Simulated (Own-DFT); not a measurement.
# How strain changes the stress of wurtzite AlGaN with randomly placed atoms, 72 atoms (Al9Ga27N36)

Calculated results; nothing here was measured. The program, named Own-DFT, is a retired in-house plane-wave density functional code that no person has reviewed. Each row is one single-point run on a periodic cell that was not relaxed, without spin or spin-orbit coupling.

Settings of every run: PBE; PseudoDojo norm-conserving scalar-relativistic files (stringent for Ga); cutoff 96 hartree; 4 x 4 x 3 k mesh centred on Gamma; Gaussian smearing of 0.01 eV.

Known limits: forces on such cells passed a denser k mesh, each cell not checked; stress not checked against mesh or cutoff.

Unstrained cell vectors in Å: (9.509, 0.000, 0.000); (-4.755, 8.235, 0.000); (0.000, 0.000, 10.268). The unstrained cell has measured lattice constants (interpolated for alloys), not those of this functional. That, the random moves and any unrelaxed bonds set the pressure at no strain. Each run strains this cell uniformly, with the atoms carried along. Every atom was also moved at random, by a Gaussian of width 0.05 Å on each axis. The random placing of the alloy's atoms differs from row to row. Strain is the symmetric tensor, in per cent. Stress is positive in tension, and the pressure is minus a third of its trace.

| run | e_xx (%) | e_yy (%) | e_zz (%) | s_xx (GPa) | s_yy (GPa) | s_zz (GPa) | P (GPa) | E (meV/atom) |
|---|---|---|---|---|---|---|---|---|
| 1 | -1.00 | -1.00 | 0.00 | -12.10 | -13.80 | -8.97 | 11.62 | 22.4 |
| 2 | -3.00 | -3.00 | 0.00 | -27.15 | -27.49 | -10.63 | 21.76 | 77.4 |
| 3 | -2.25 | -2.25 | 0.00 | -21.64 | -19.32 | -12.07 | 17.68 | 59.5 |
| 4 | -2.75 | -2.75 | 0.00 | -27.79 | -23.72 | -11.40 | 20.97 | 84.6 |
| 5 | -0.25 | -0.25 | 0.00 | -8.85 | -7.66 | -8.26 | 8.26 | 18.3 |
| 6 | -2.50 | -2.50 | 0.00 | -21.97 | -23.42 | -11.37 | 18.92 | 60.0 |
| 7 | 2.50 | 2.50 | 0.00 | 4.73 | 3.18 | -0.80 | -2.37 | 0.0 |
| 8 | 1.25 | 1.25 | 0.00 | -1.72 | 1.30 | -8.26 | 2.89 | 21.1 |
| 9 | 0.50 | 0.50 | 0.00 | ? | ? | ? | ? | ? |

E is the free energy for each atom above the lowest run shown.

## Worked fit

The change of volume is close to e_xx + e_yy + e_zz. A straight line through the runs shown gives P = 8.16 - 220 x (fractional change of volume) GPa, with an error of 7 on the slope and a scatter of 0.76 GPa. The strain isn't the same on all axes and the cell isn't cubic, so the slope belongs to this path and is not the bulk modulus.

## Withheld run

Question: what pressure should run 9 give? Its volume changes by 1.00 %.

The line gives 6.0 GPa. The calculation gave 5.01 GPa.
